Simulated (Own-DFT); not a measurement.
Simulation results for GaP (zincblende, strongly disordered by large displacements)

Computed with Own-DFT development build. A calculation, not a measurement: plane-wave PBE density functional theory by an unreviewed code, no spin, of a simulated periodic cell, stress positive in tension, free energy of the whole cell less one offset for each atom, forces on such cells passed a denser k mesh, this cell's mesh not checked; broken bonds can close the gap or carry spin, so checks made on this kind of crystal may not hold here; offsets are fitted by least squares, one for each functional and potential file, so energies compare only between cells with the same atoms and settings and are not formation energies; the far tail of each file's local potential was reset to the Coulomb form; each entry is a single point on an unrelaxed cell, so the pressure reflects the starting lattice, mostly measured values (interpolated for alloys), from which strain is counted, and rises with the displacements; printed positions are rounded, which can move forces by about a meV/angstrom; the program, named Own-DFT, is a retired in-house code; no spin-orbit coupling.

Entry: GaP (zincblende, strongly disordered by large displacements)

```
CELL_PARAMETERS angstrom
10.90100 0.00000 0.00000
0.00000 10.90100 0.00000
0.00000 0.00000 10.90100
ATOMIC_POSITIONS crystal
Ga 0.99350 0.99479 0.01116
Ga 0.01631 0.27790 0.20883
Ga 0.27061 0.99161 0.25871
Ga 0.24899 0.25202 0.99869
P 0.13626 0.12820 0.14825
P 0.13305 0.38607 0.38029
P 0.35061 0.13566 0.39664
P 0.41377 0.36245 0.12822
Ga 0.98340 0.03877 0.49925
Ga 0.00471 0.25972 0.71689
Ga 0.26104 0.01905 0.74354
Ga 0.25544 0.26495 0.51560
P 0.15606 0.13524 0.63300
P 0.10045 0.39215 0.86987
P 0.39037 0.10738 0.85809
P 0.36438 0.37843 0.64867
Ga 0.02601 0.50871 0.99216
Ga 0.99701 0.74112 0.23735
Ga 0.28118 0.48305 0.24775
Ga 0.26522 0.78074 0.00249
P 0.14009 0.63664 0.10257
P 0.13560 0.86229 0.37857
P 0.41268 0.64000 0.37109
P 0.38391 0.86676 0.11351
Ga 0.97922 0.52598 0.51359
Ga 0.00810 0.78461 0.73711
Ga 0.26020 0.48807 0.74922
Ga 0.27164 0.72717 0.52042
P 0.13070 0.62049 0.63904
P 0.15003 0.87112 0.89175
P 0.37656 0.62861 0.85633
P 0.41748 0.85319 0.64679
Ga 0.49939 0.98460 0.95722
Ga 0.50014 0.25039 0.24957
Ga 0.79392 0.98789 0.24004
Ga 0.74968 0.23124 0.04193
P 0.62772 0.10149 0.11970
P 0.61700 0.37242 0.38811
P 0.86294 0.15650 0.38826
P 0.87488 0.39383 0.08991
Ga 0.51274 0.99893 0.50215
Ga 0.50599 0.26232 0.76880
Ga 0.75476 0.00486 0.73845
Ga 0.77700 0.23130 0.51730
P 0.62399 0.12306 0.61790
P 0.62512 0.36830 0.85465
P 0.85746 0.15347 0.85641
P 0.89481 0.40140 0.64693
Ga 0.50151 0.48654 0.99968
Ga 0.50502 0.73231 0.25891
Ga 0.74134 0.50982 0.25117
Ga 0.77224 0.71143 0.97648
P 0.64632 0.62401 0.11497
P 0.61989 0.85398 0.41971
P 0.87159 0.64477 0.39967
P 0.88320 0.86053 0.10440
Ga 0.48165 0.51401 0.54827
Ga 0.49093 0.73429 0.74778
Ga 0.74274 0.50324 0.76619
Ga 0.73175 0.71470 0.51531
P 0.60822 0.61439 0.63712
P 0.62029 0.85784 0.88607
P 0.86813 0.59799 0.83643
P 0.89782 0.86961 0.62484
```

* functional: PBE
* potential files: PseudoDojo norm-conserving, scalar-relativistic, standard set
* wave cutoff: 42 hartree
* occupations: Fermi-Dirac
* smearing width: 0.1 eV
* hardware: one NVIDIA H100
* k mesh: 3 x 3 x 3 centred on Gamma
* free energy of cell above offsets: -1.067 eV
* pressure: 10.26 GPa
* stress xx: -10.27 GPa
* stress yy: -10.59 GPa
* stress zz: -9.92 GPa
* stress yz: 1.13 GPa
* stress xz: -0.61 GPa
* stress xy: 0.49 GPa
* wall time: 572.3 s

Force:
```csv
element,x (eV/Å),y (eV/Å),z (eV/Å)
Ga,2.233,2.495,-2.056
Ga,-0.792,1.096,2.129
Ga,-1.031,-0.548,0.345
Ga,0.058,-0.01,-0.204
P,0.145,-1.45,-1.948
P,-0.827,0.498,-0.412
P,3.422,-1.762,-1.897
P,-4.425,1.359,-2.605
Ga,2.523,-2.477,0.616
Ga,1.199,-2.036,2.933
Ga,0.204,-4.754,0.785
Ga,-0.803,1.458,-1.119
P,-4.068,0.477,-1.627
P,4.241,-4.358,-2.71
P,-0.851,4.327,1.057
P,3.459,-3.541,-2.898
Ga,-2.61,2.626,1.585
Ga,1.513,0.378,1.197
Ga,-0.529,1.417,0.644
Ga,0.048,-5.63,-0.626
P,0.246,-0.728,2.068
P,-0.427,0.535,0.069
P,-6.845,-6.798,6.174
P,3.882,2.96,3.828
Ga,3.034,-0.947,-0.416
Ga,4.752,-4.015,4.564
Ga,-4.409,3.535,3.823
Ga,-0.15,1.609,-0.874
P,-0.191,0.57,-0.386
P,-4.56,4.008,-4.342
P,-1.91,-2.252,4.269
P,-6.37,7.765,-6.498
Ga,0.133,0.157,4.116
Ga,2.456,-3.441,3.785
Ga,-2.423,0.677,1.637
Ga,1.224,1.597,-3.02
P,-1.545,-1.284,1.731
P,0.769,0.304,0.396
P,5.194,-3.882,-9.083
P,-0.23,0.014,2.361
Ga,-2.247,0.71,0.147
Ga,-2.926,-3.867,-3.631
Ga,-0.206,-1.14,0.922
Ga,-5.875,5.746,6.349
P,0.341,1.362,1.494
P,2.845,1.996,5.309
P,1.184,-1.221,1.064
P,-3.111,-0.508,-2.042
Ga,1.347,2.044,-1.984
Ga,5.688,5.854,-6.376
Ga,1.01,-1.619,1.66
Ga,-0.892,2.081,0.248
P,-2.28,0.244,0.076
P,1.207,0.371,-3.994
P,0.319,-0.702,-4.163
P,-0.996,-1.765,0.643
Ga,-1.685,-2.819,-4.832
Ga,5.654,-2.719,5.077
Ga,-6.204,-4.586,-4.52
Ga,0.166,2.046,1.032
P,4.353,0.597,2.538
P,3.521,-2.337,-2.592
P,8.317,6.364,4.319
P,-5.266,3.919,-4.132
```
